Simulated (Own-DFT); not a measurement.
# Hybrid less PBE against volume: alpha-quartz SiO2, 70 atoms (O46Si24), with two O vacancies

Calculated, not measured. Each geometry was run twice at fixed positions with Own-DFT, a retired in-house plane-wave program that no person has reviewed: with PBE, and with HSE06 (exact exchange share 0.25 at short range, screening 0.11 per bohr, Gygi-Baldereschi treatment of its divergence). Both used PseudoDojo norm-conserving files made for PBE, a cutoff of 48 hartree, the Gamma point alone, fixed occupations, a neutral cell and no spin. The unstrained cell is 8.5 Å across at its thinnest, so Gamma alone is coarse and defects feel their images. The oxygen file's force components were 24 meV/Å off all-electron values in a glass.

Unstrained cell vectors in Å: (9.827, 0.000, 0.000); (-4.913, 8.510, 0.000); (0.000, 0.000, 10.810), volume V0 = 904.1 Å³, from measured lattice constants. Each geometry has its own random strain of a few per cent, its own defect sites and random moves of rms u per axis. HSE06 gave the energy alone. D is its energy less that of PBE, over the lowest D shown. The PBE stress wasn't checked against mesh or cutoff.

| run | V - V0 (Å³) | u (Å) | P with PBE (GPa) | D (eV) |
|---|---|---|---|---|
| 1 | 1.6 | 0.0314 | 6.56 | 1.059 |
| 2 | -9.8 | 0.0290 | 9.25 | 0.764 |
| 3 | -20.3 | 0.0316 | 11.58 | 0.439 |
| 4 | 26.2 | 0.0278 | 1.47 | 1.750 |
| 5 | -25.2 | 0.0270 | 13.42 | 0.273 |
| 6 | -20.1 | 0.0289 | 12.57 | 0.421 |
| 7 | -20.0 | 0.0291 | 12.75 | 0.343 |
| 8 | 7.2 | 0.0288 | 6.25 | 1.150 |
| 9 | -9.7 | 0.0289 | 8.31 | 0.856 |
| 10 | 10.1 | 0.0285 | 4.61 | 1.285 |
| 11 | 18.1 | 0.0285 | 3.95 | 1.493 |
| 12 | -28.9 | 0.0291 | 13.92 | 0.206 |
| 13 | -35.7 | 0.0299 | 16.94 | 0.000 |
| 14 | -11.2 | 0.0305 | 9.43 | ? |

## What the rows give

D = 1.00 + 0.0281 (V - V0) eV, with an error of 0.0008 on the volume slope and a scatter of 0.05 eV. Pressure is -dE/dV, and 1 eV/Å³ is 160.2 GPa, so HSE06 changes the pressure by -4.5 ± 0.1 GPa. Turning this into a change of volume would need the relaxed stiffness: quartz yields by tilting its tetrahedra, which these fixed-ion runs don't allow.

## Check

Question: what D should run 14 give?

From the fit: 0.69 eV, with rows scattering by 0.05. The calculation gave 0.702 eV.
